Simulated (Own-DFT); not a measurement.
# Misfit strain and the stress it brings: wurtzite GaN, 72 atoms (Ga36N36)

No measurement is shown. These are fixed-geometry runs of a retired plane-wave code named Own-DFT, which no person has reviewed; spin and spin-orbit coupling are neglected.

Settings: PBE; PseudoDojo norm-conserving scalar-relativistic files (stringent for Ga); cutoff 96 hartree; 4 x 4 x 3 k mesh centred on Gamma; Gaussian smearing of 0.01 eV.

Known weak points: forces not confirmed at this smearing and k mesh; stress not checked against mesh or cutoff.

Unstrained cell vectors in Å: (9.567, 0.000, 0.000); (-4.784, 8.285, 0.000); (0.000, 0.000, 10.370). The unstrained cell has measured lattice constants (interpolated for alloys), not those of this functional. That, the random moves and any unrelaxed bonds set the pressure at no strain. Each run strains x and y alike by e, as a substrate would, and holds the height along z. Each atom got a random Gaussian move of width 0.05 Å along each axis. Stress is positive in tension.

| e (%) | u (Å) | (s_xx + s_yy)/2 (GPa) | s_zz (GPa) |
|---|---|---|---|
| -2.75 | 0.051 | -24.76 | -10.18 |
| -2.50 | 0.048 | -22.68 | -10.53 |
| -2.25 | 0.054 | -21.08 | -12.69 |
| -1.75 | 0.049 | -17.34 | -9.57 |
| -1.25 | 0.048 | -13.42 | -9.58 |
| -1.00 | 0.045 | ? | ? |
| -0.75 | 0.050 | -11.00 | -8.83 |
| 0.25 | 0.050 | -5.57 | -6.93 |
| 1.00 | 0.053 | -2.18 | -5.34 |
| 2.00 | 0.049 | 2.12 | -3.19 |

## What the rows give

With e as a fraction, the in-plane stress is -6.7 + 525 e - 4681 e² GPa (errors 8 and 483, scatter 0.30), and s_zz is -7.1 + 166 e GPa (slope ± 22, scatter 1.01). At e = 0 the first slope is C11 + C12 and the second 2 C13, both with the ions held to the strained lattice and at the cell's own pressure. The term in e² is negative: the layer stiffens under compression and softens under tension. A free layer would change its height as e changes, and the in-plane slope would drop by 2 C13²/C33 to the biaxial modulus. At fixed height, a misfit of 1 % moves the in-plane stress by about 5.3 GPa and s_zz by 1.7 GPa.

## Test on the hidden row

The question: what are the two stresses at e = -1.00 %?

The fitted form gives -12.4 and -8.7 GPa. The calculation gave -12.17 and -8.27 GPa.
